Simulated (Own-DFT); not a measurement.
# One host, several defects: 4H SiC

No measurement is shown. These are fixed-geometry runs of a retired plane-wave code named Own-DFT, which no person has reviewed; spin and spin-orbit coupling are neglected.

Method: PBE; PseudoDojo norm-conserving scalar-relativistic files; cutoff 42 hartree; 4 x 4 x 3 k mesh centred on Gamma; Fermi-Dirac smearing of 0.1 eV.

Caveats (not all hold for every row): some atoms lie very close together; not probed for a lower state with spin; forces on such cells failed a check on a denser k mesh; forces on such cells passed a denser k mesh, each cell not checked; stress not checked against mesh or cutoff.

All runs share one cell, with vectors in Å (9.248, 0.000, 0.000); (-4.624, 8.009, 0.000); (0.000, 0.000, 10.068) and a volume of 745.7 Å³. Atoms were moved at random from their sites; u is the rms move along one axis. The defect's site can differ from row to row.

| cell | formula | u (Å) | P (GPa) |
|---|---|---|---|
| no defect | C36Si36 | 0.0300 | 3.69 |
| no defect | C36Si36 | 0.0322 | 4.01 |
| no defect | C36Si36 | 0.0575 | 6.05 |
| one C vacancy | C35Si36 | 0.0310 | ? |
| one C vacancy | C35Si36 | 0.0314 | 3.53 |
| one C vacancy | C35Si36 | 0.0503 | 5.14 |
| one C vacancy | C35Si36 | 0.0510 | 5.48 |
| one Si on a C site | C35Si37 | 0.0506 | 11.34 |
| one Si on a C site | C35Si37 | 0.0516 | 11.95 |
| one Si on a C site | C35Si37 | 0.0537 | 12.37 |
| two Al on a Si site each | Al2C36Si34 | 0.0290 | 5.85 |
| two Al on a Si site each | Al2C36Si34 | 0.0475 | 7.18 |
| two Al on a Si site each | Al2C36Si34 | 0.0528 | 7.54 |
| one C on a Si site and one Si on a C site | C36Si36 | 0.0309 | 7.56 |
| one C on a Si site and one Si on a C site | C36Si36 | 0.0463 | 8.03 |
| one C on a Si site and one Si on a C site | C36Si36 | 0.0491 | 8.72 |

## Working it out

P = P0 + c u² + a shift for each defect gives P0 = 2.94 GPa, c = 941 ± 90 GPa/Å² and a scatter of 0.26 GPa. The shifts, and each times the cell's volume:

- one Si on a C site: 6.40 ± 0.23 GPa, 29.8 eV
- one C on a Si site and one Si on a C site: 3.43 ± 0.21 GPa, 16.0 eV
- two Al on a Si site each: 2.07 ± 0.22 GPa, 9.7 eV (4.8 eV for each of its 2 sites)
- one C vacancy: -0.14 ± 0.22 GPa, -0.7 eV (not resolved)

A positive shift means that the defect pushes the cell outwards. Shift times volume (160.2 GPa Å³ is 1 eV) depends little on the cell's size, so, taken for each site, it can be compared between cells at like pressure. The atoms around the defects weren't relaxed, which would change these numbers.

## Prediction

Q: what pressure belongs in the blank (one C vacancy, u = 0.0310 Å)?

Estimate: 3.70 ± 0.32 GPa. The run itself gave 3.82 GPa.
